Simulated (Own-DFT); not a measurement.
# Two functionals across a range of volumes: C11b WSi2, 30 atoms (Si20W10)

Everything here is calculated. The program is Own-DFT (plane waves, in-house, since retired, never reviewed by a person); positions were held fixed, and spin and spin-orbit coupling were off.

Keep in mind: forces on such cells failed a check on a denser k mesh; stress not checked against mesh or cutoff.

Each geometry was run with PBE and with PBEsol, otherwise alike: PseudoDojo norm-conserving scalar-relativistic files made for PBE; cutoff 50 hartree; 5 x 5 x 5 k mesh centred on Gamma; cold (Marzari-Vanderbilt) smearing of 0.2 eV. Unstrained cell vectors in Å: (-2.148, -5.953, 3.409); (-6.444, 2.976, 1.136); (-2.553, -2.948, -6.757). Each has a uniform strain, of which the change of volume is shown, and random moves of rms u per axis.

| run | volume change (%) | u (Å) | P with PBE (GPa) | P with PBEsol (GPa) |
|---|---|---|---|---|
| 1 | 1.56 | 0.0469 | 2.40 | -1.61 |
| 2 | -4.00 | 0.0505 | 18.48 | 14.18 |
| 3 | 0.78 | 0.0481 | 4.41 | 0.32 |
| 4 | -2.74 | 0.0469 | 14.31 | 10.07 |
| 5 | 2.32 | 0.0504 | 1.72 | -2.24 |
| 6 | 3.34 | 0.0479 | -0.81 | -4.72 |
| 7 | -1.19 | 0.0445 | 9.27 | 5.11 |
| 8 | 2.11 | 0.0511 | 2.14 | -1.84 |
| 9 | -0.75 | 0.0498 | 8.64 | 4.51 |
| 10 | 2.57 | 0.0461 | 0.77 | -3.20 |
| 11 | 0.44 | 0.0504 | 6.32 | ? |

Asked: by how much does PBEsol shrink this cell, and what belongs in the blank?

## Solution

Write v for the change of volume as a fraction. Fitted to v and u², the PBE pressure has a slope of -257 ± 8 GPa in v, with the ions held to the strained lattice. The difference PBEsol less PBE is -4.10 + 5.3 v GPa (slope ± 0.2) and averages -4.07 GPa. Divided by the mean slope of the two, 255 GPa, that makes PBEsol's volume at a given pressure, near 4 GPa, about 1.6 % smaller, or 0.53 % in lengths. At one volume PBEsol's slope is the smaller by 5 GPa, but its pressure there is lower too. If stiffness rises by about 4 GPa for each GPa, PBEsol at equal pressure is stiffer by about 11 GPa. Files made for PBEsol would give a different shift.

For run 11 the line gives 2.24 GPa. The hidden result is 2.25 GPa.
